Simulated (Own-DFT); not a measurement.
# Which defects push the lattice out? C11b WSi2

Calculated, not measured: single-point runs of Own-DFT, a retired in-house plane-wave DFT program that no person has reviewed, on unrelaxed cells, without spin or spin-orbit coupling.

Common settings: PBEsol; PseudoDojo norm-conserving scalar-relativistic files, made for PBE; cutoff 50 hartree; 5 x 5 x 5 k mesh centred on Gamma; cold (Marzari-Vanderbilt) smearing of 0.2 eV.

Caveats: forces on such cells failed a check on a denser k mesh; stress not checked against mesh or cutoff.

All runs share one cell, with vectors in Å (-2.148, -5.953, 3.409); (-6.444, 2.976, 1.136); (-2.553, -2.948, -6.757) and a volume of 403.2 Å³. Atoms were moved at random from their sites; u is the rms move along one axis. The defect's site can differ from row to row.

| cell | formula | u (Å) | P (GPa) |
|---|---|---|---|
| no defect | Si20W10 | 0.0219 | 0.45 |
| no defect | Si20W10 | 0.0534 | 2.48 |
| no defect | Si20W10 | 0.0547 | 2.43 |
| one Si vacancy | Si19W10 | 0.0304 | -0.55 |
| one Si vacancy | Si19W10 | 0.0511 | 1.17 |
| one Si vacancy | Si19W10 | 0.0523 | 0.53 |
| one W on a Si site | Si19W11 | 0.0310 | 5.42 |
| one W on a Si site | Si19W11 | 0.0450 | 6.48 |
| one W on a Si site | Si19W11 | 0.0527 | 6.64 |
| one W vacancy | Si20W9 | 0.0263 | -0.20 |
| one W vacancy | Si20W9 | 0.0276 | -0.28 |
| one W vacancy | Si20W9 | 0.0484 | 0.40 |
| one Si on a W site | Si21W9 | 0.0265 | 2.31 |
| one Si on a W site | Si21W9 | 0.0313 | 2.69 |
| one Si on a W site | Si21W9 | 0.0489 | 3.34 |
| one Si on a W site | Si21W9 | 0.0510 | ? |

## Worked fit

P = P0 + c u² + a shift for each defect gives P0 = 0.34 GPa, c = 688 ± 82 GPa/Å² and a scatter of 0.27 GPa. The shifts, and each times the cell's volume:

- one W on a Si site: 4.52 ± 0.22 GPa, 11.4 eV
- one Si on a W site: 1.51 ± 0.23 GPa, 3.8 eV
- one W vacancy: -1.23 ± 0.23 GPa, -3.1 eV
- one Si vacancy: -1.39 ± 0.22 GPa, -3.5 eV

Positive is outwards. The product with the volume (160.2 GPa Å³ to the eV) is nearly free of the cell's size; divided by the bulk modulus at the cell's pressure it gives the volume that the defect adds. The atoms around the defects weren't relaxed, which would change these numbers.

## Prediction

Q: what pressure belongs in the blank (one Si on a W site, u = 0.0510 Å)?

Estimate: 3.64 ± 0.33 GPa. The calculation gave 3.43 GPa.
